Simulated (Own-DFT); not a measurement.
# Stretching a layer in its plane: wurtzite AlN, 72 atoms (Al36N36)

Source: density functional calculations with Own-DFT, an unreviewed in-house program that is no longer used. Nothing was measured or relaxed, and spin and spin-orbit coupling are left out.

Method: PBE; PseudoDojo norm-conserving scalar-relativistic files; cutoff 42 hartree; 4 x 4 x 3 k mesh centred on Gamma; Gaussian smearing of 0.01 eV.

Keep in mind: k mesh not checked against a denser one; stress not checked against mesh or cutoff.

Unstrained cell vectors in Å: (9.336, 0.000, 0.000); (-4.668, 8.085, 0.000); (0.000, 0.000, 9.964). The unstrained cell has measured lattice constants (interpolated for alloys), not those of this functional. That, the random moves and any unrelaxed bonds set the pressure at no strain. Each run strains x and y alike by e, as a substrate would, and holds the height along z. Each coordinate of each atom was shifted by a normal deviate of width 0.05 Å. Stress is positive in tension.

```
e (%)  u (Å)  (s_xx + s_yy)/2 (GPa)  s_zz (GPa)
-3.00  0.055                 -26.51      -10.59
-2.75  0.051                 -24.90      -10.23
-2.25  0.050                 -19.92       -9.85
-2.00  0.052                 -18.92       -7.92
-1.75  0.048                 -17.03       -7.78
-1.00  0.049                 -11.62       -7.63
-0.75  0.046                      ?           ?
-0.50  0.050                  -7.64       -8.24
 0.75  0.049                  -1.96       -2.86
 2.75  0.050                   8.00       -2.04
```

## Analysis

With e as a fraction, the in-plane stress is -5.4 + 587 e - 3937 e² GPa (errors 11 and 619, scatter 0.56), and s_zz is -5.8 + 156 e GPa (slope ± 21, scatter 1.08). At e = 0 the first slope is C11 + C12 and the second 2 C13, both with the ions held to the strained lattice and at the cell's own pressure. The term in e² is negative: the layer stiffens under compression and softens under tension. A free layer would change its height as e changes, and the in-plane slope would drop by 2 C13²/C33 to the biaxial modulus. At fixed height, a misfit of 1 % moves the in-plane stress by about 5.9 GPa and s_zz by 1.6 GPa.

## The run left out

Asked: what are the two stresses at e = -0.75 %?

The fitted form gives -10.0 and -6.9 GPa. Computed: -10.93 and -5.04 GPa.
